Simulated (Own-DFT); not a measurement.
# Strain and stress in wurtzite GaN, 72 atoms (Ga36N36)

Calculated results; nothing here was measured. They come from Own-DFT, an in-house plane-wave density functional program, since retired, whose code no person has reviewed. Each row is one single-point run on a periodic cell that was not relaxed, without spin or spin-orbit coupling.

Settings of every run: PBE; PseudoDojo norm-conserving scalar-relativistic files; cutoff 42 hartree; 4 x 4 x 3 k mesh centred on Gamma; Fermi-Dirac smearing of 0.1 eV.

Known limits: forces not confirmed at this smearing and k mesh; stress not checked against mesh or cutoff.

Unstrained cell vectors in Å: (9.567, 0.000, 0.000); (-4.783, 8.285, 0.000); (0.000, 0.000, 10.370). The unstrained cell has measured lattice constants (interpolated for alloys), not those of this functional. That, the random moves and any unrelaxed bonds set the pressure at no strain. Each run strains this cell uniformly, with the atoms carried along. Every atom was also moved at random, by a Gaussian of width 0.05 Å on each axis. Strain is the symmetric tensor, in per cent. Stress is positive in tension, and the pressure is minus a third of its trace.

```
run,e_xx (%),e_yy (%),e_zz (%),s_xx (GPa),s_yy (GPa),s_zz (GPa),P (GPa),E (meV/atom)
1,1.75,1.75,0.00,0.14,2.51,-5.99,1.12,6.6
2,2.50,2.50,0.00,5.87,3.48,-5.05,-1.43,5.7
3,-3.00,-3.00,0.00,-27.36,-27.19,-12.27,22.27,98.3
4,-0.50,-0.50,0.00,-9.98,-10.89,-8.56,9.81,21.6
5,2.25,2.25,0.00,3.93,3.40,-5.06,-0.76,1.5
6,0.75,0.75,0.00,-2.69,-2.79,-7.80,4.43,9.5
7,0.25,0.25,0.00,-5.65,-8.09,-6.70,6.81,22.0
8,1.00,1.00,0.00,-2.00,-1.90,-6.91,3.60,0.0
9,-0.75,-0.75,0.00,?,?,?,?,?
```

E is the free energy for each atom above the lowest run shown.

## Worked fit

The change of volume is close to e_xx + e_yy + e_zz. A straight line through the runs shown gives P = 8.49 - 215 x (fractional change of volume) GPa, with an error of 9 on the slope and a scatter of 0.86 GPa. The strain isn't the same on all axes and the cell isn't cubic, so the slope belongs to this path and is not the bulk modulus.

## Withheld run

Question: what pressure should run 9 give? Its volume changes by -1.49 %.

The line gives 11.7 GPa. The calculation gave 10.36 GPa.
